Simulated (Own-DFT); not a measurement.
# One host, several defects: C40 NbSi2

The numbers are computed, not measured, by runs of the plane-wave DFT program Own-DFT (in-house, retired, unreviewed) at fixed positions, with no spin and no spin-orbit coupling.

Common settings: PBE; PseudoDojo norm-conserving scalar-relativistic files; cutoff 42 hartree; 4 x 4 x 5 k mesh centred on Gamma; cold (Marzari-Vanderbilt) smearing of 0.2 eV.

Limits: forces on such cells failed a check on a denser k mesh; stress not checked against mesh or cutoff.

All runs share one cell, with vectors in Å (0.000, 8.324, 0.000); (-9.613, 0.000, 0.000); (0.000, 0.000, 6.586) and a volume of 527.0 Å³. u is the rms random offset of the atoms per axis. The defect's site can differ from row to row.

```
cell,formula,u (Å),P (GPa)
no defect,Nb12Si24,0.0182,1.42
no defect,Nb12Si24,0.0427,2.20
no defect,Nb12Si24,0.0468,2.43
two Nb on a Si site each,Nb14Si22,0.0308,7.53
two Nb on a Si site each,Nb14Si22,0.0344,7.72
two Nb on a Si site each,Nb14Si22,0.0472,8.17
one Si vacancy,Nb12Si23,0.0300,1.08
one Si vacancy,Nb12Si23,0.0306,1.13
one Si vacancy,Nb12Si23,0.0557,2.09
two Si on a Nb site each,Nb10Si26,0.0296,1.60
two Si on a Nb site each,Nb10Si26,0.0309,1.64
two Si on a Nb site each,Nb10Si26,0.0462,2.41
two Si on a Nb site each,Nb10Si26,0.0493,?
```

## Working it out

P = P0 + c u² + a shift for each defect gives P0 = 1.28 GPa, c = 506 ± 27 GPa/Å² and a scatter of 0.07 GPa. The shifts, and each times the cell's volume:

- two Nb on a Si site each: 5.79 ± 0.06 GPa, 19.0 eV (9.5 eV for each of its 2 sites)
- two Si on a Nb site each: -0.07 ± 0.06 GPa, -0.2 eV (-0.1 eV for each of its 2 sites) (not resolved)
- one Si vacancy: -0.68 ± 0.06 GPa, -2.2 eV

Positive is outwards. The product with the volume (160.2 GPa Å³ to the eV) is nearly free of the cell's size; divided by the bulk modulus at the cell's pressure it gives the volume that the defect adds. The atoms around the defects weren't relaxed, which would change these numbers.

## The run left out

Question: what pressure belongs in the blank (two Si on a Nb site each, u = 0.0493 Å)?

The fit gives 2.44 ± 0.09 GPa. DFT gave 2.31 GPa.
